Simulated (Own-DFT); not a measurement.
## Calculated data, Si₁₂O₂₃ (quartz with two neutral oxygen vacancies, atoms displaced)

Computed with Own-DFT development build. A calculation, not a measurement: plane-wave PBE and HSE06 DFT by an unreviewed code, no spin, of a simulated cell at Gamma alone, so results move with cell size and shape, stress positive in tension, energies less offsets, not probed for a lower state with spin; oxygen file: force components 24 meV/angstrom off all-electron in a glass; k mesh not checked against a denser one; forces and stress are PBE's, HSE06 gives the energy alone, and its difference from PBE has offsets of its own; offsets are fitted by least squares, one for each functional and potential file, so energies compare only between cells with the same atoms and settings and are not formation energies; the far tail of each file's local potential was reset to the Coulomb form; each entry is a single point on an unrelaxed cell, so the pressure reflects the starting lattice, mostly measured values (interpolated for alloys), from which strain is counted, and rises with the displacements; printed positions are rounded, which can move forces by about a meV/angstrom; the program, named Own-DFT, is a retired in-house code; no spin-orbit coupling.

## Si₁₂O₂₃ (quartz with two neutral oxygen vacancies, atoms displaced)

```xyz
70
Lattice="9.8268 0.0000 0.0000 -4.9134 8.5103 0.0000 0.0000 0.0000 10.8104" Properties=species:S:1:pos:R:3 Si12O23
Si    -2.6223     8.4781    10.6390
Si     8.6281     1.9943     3.5357
Si     1.2837     2.2918     1.8061
O      1.3557     0.9935     0.7016
O      2.8233     2.5519     2.4185
O      3.2010     0.7471     4.2610
O     -1.0615     3.1149     4.6945
O      0.2756     1.7663     2.9876
O      0.7747     3.6039     1.1614
Si    -2.6321     8.4388     5.4085
Si    -1.1374     2.0080     8.9656
Si     1.3708     2.3391     7.2824
O      1.4241     1.1943     6.0145
O      2.6953     2.5266     7.7890
O      3.3213     0.5852     9.7475
O     -1.1158     3.0384    10.0827
O      0.3322     1.7813     8.3258
O      0.7630     3.6449     6.5776
Si    -0.1890     4.2905    10.7454
Si    -3.6184     6.3853     3.6167
Si    -1.1123     6.4736     1.8664
O     -1.0346     5.3454     0.6319
O      0.3622     6.7643     2.4898
O      0.8170     4.8820     4.2783
O     -3.5134     7.3809     4.7274
O     -2.2094     5.9841     2.9454
O     -1.5273     7.8964     1.1206
Si    -0.1696     4.2692     5.4105
Si     6.1722     6.2337     9.1034
Si    -1.1508     6.4714     7.2141
O     -1.0523     5.4334     6.0142
O      0.2208     6.7052     7.8709
O      0.8656     4.8182     9.6721
O     -3.5460     7.3980    10.1768
O     -1.6895     8.0019     6.6110
Si     2.1937     8.4348    10.7746
Si     3.7319     1.9920     3.5798
Si     6.2415     2.3007     1.7506
O      6.3023     1.1633     0.6092
O      7.6296     2.4870     2.3753
O      8.1403     0.5716     4.3024
O      3.8361     3.0829     4.6921
O      5.2739     1.7578     2.9151
O      5.6284     3.6711     1.1578
Si     2.3198     8.4909     5.3352
Si     3.7607     2.0461     9.0141
Si     6.1880     2.3027     7.1992
O      6.2921     1.1485     6.0492
O      7.6915     2.5631     7.7670
O      8.2516     0.5610     9.6826
O      3.8357     3.1632    10.1778
O      5.1417     1.7729     8.4686
O      5.7684     3.5821     6.6407
Si     4.7384     4.2493    10.7063
Si     1.3198     6.2430     3.6098
Si     3.7799     6.4237     1.7551
O      3.8449     5.4820     0.6464
O      5.2033     6.7271     2.4122
O      5.6793     4.8835     4.3054
O      1.3673     7.3026     4.7407
O      2.7641     6.0293     3.0105
O      3.1818     7.8368     1.1409
Si     4.7179     4.2407     5.4387
Si     1.4028     6.3018     9.0262
Si     3.6711     6.4475     7.2258
O      3.8106     5.4004     6.1060
O      5.7666     4.8794     9.6497
O      1.4415     7.3341    10.1391
O      2.7796     6.1280     8.4527
O      3.2695     7.9113     6.5351
```

* first functional: PBE
* second functional: HSE06
* exact exchange share: 0.25
* screening: 0.11 1/bohr
* exchange divergence: Gygi-Baldereschi
* potential files: PseudoDojo norm-conserving, scalar-relativistic, made for PBE, standard set
* wave cutoff: 48 hartree
* occupations: fixed
* k mesh: 1 x 1 x 1 centred on Gamma
* PBE stress xx: withheld

**Q.** What PBE stress xx does the calculation give for Si₁₂O₂₃ (quartz with two neutral oxygen vacancies, atoms displaced)?
**A.** -9.97 GPa

**Q.** Give the table of force values for Si₁₂O₂₃ (quartz with two neutral oxygen vacancies, atoms displaced).
**A.** 
Force:
```csv
element,x (eV/Å),y (eV/Å),z (eV/Å)
Si,1.168,1.807,9.275
Si,-0.113,-0.809,1.679
Si,1.976,-3.707,0.258
O,0.017,1.753,0.448
O,-2.633,0.351,-1.908
O,-1.689,-4.988,1.758
O,-0.552,0.492,0.465
O,1.084,-0.265,-0.855
O,-1.508,2.309,-2.044
Si,1.717,6.299,1.111
Si,-1.01,-3.996,-2.365
Si,-8.786,-3.18,-7.061
O,-0.386,0.109,0.858
O,10.73,1.174,5.701
O,3.09,4.049,-4.827
O,1.078,4.868,3.922
O,-0.799,-0.64,1.434
O,-0.166,1,0.027
Si,1.898,-4.769,-0.105
Si,-1.553,-6.733,-3.264
Si,-0.39,2.037,-2.049
O,-2.203,2.706,2.046
O,-2.198,0.107,-1.943
O,-0.375,-0.917,0.061
O,-1.307,1.44,2.387
O,0.874,-0.037,0.087
O,-1.13,-1.058,-0.78
Si,1.137,-1.702,-1.09
Si,1.099,3.462,-7.198
Si,-5.025,1.69,0.927
O,-1.131,0.197,-0.523
O,4.603,0.397,2.493
O,0.974,1.794,-1.399
O,-3,-3.091,-0.805
O,1.366,-2.607,0.908
Si,6.623,6.101,3.277
Si,3.563,0.696,-2.658
Si,-3.554,-0.843,-0.695
O,-0.479,-0.467,-0.997
O,3.359,0.637,1.277
O,3.35,3.49,-4.949
O,0.758,3.029,3.145
O,-1.755,-0.127,1.161
O,-0.043,0.547,-0.949
Si,-3.548,-1.26,4.267
Si,-4.048,-1.291,0.821
Si,2.598,-7.543,3.073
O,-0.225,-0.578,-0.002
O,0.274,-0.74,1.079
O,-1.19,0.413,-0.467
O,-3.165,-2.512,-1.909
O,4.926,-0.035,-3.175
O,-4.559,7.709,-4.336
Si,2.204,3.223,4.963
Si,0.784,-1.674,0.044
Si,-2.39,6.344,5.988
O,1.104,-6.876,-7.183
O,0.786,0.548,0.488
O,0.524,1.777,-0.388
O,0.31,2.669,2.624
O,2.016,-0.569,-1.303
O,-0.317,-0.192,0.135
Si,1.498,-1.006,-0.804
Si,-7.096,-3.78,-1.236
Si,4.757,4.76,0.635
O,-0.415,-2.778,-2.026
O,-1.059,-4.127,1.772
O,-4.004,-1.809,-0.083
O,1.601,-1.858,0.025
O,-0.048,-1.416,0.752
```

Further results for Si₁₂O₂₃ (quartz with two neutral oxygen vacancies, atoms displaced):

- PBE energy of cell above offsets: -13.569 eV
- HSE06 less PBE above offsets: 0.176 eV
- PBE pressure: 10.07 GPa
- PBE stress yy: -10.76 GPa
- PBE stress zz: -9.49 GPa
- PBE stress yz: -4.76 GPa
- PBE stress xz: 0.52 GPa
- PBE stress xy: -2.43 GPa
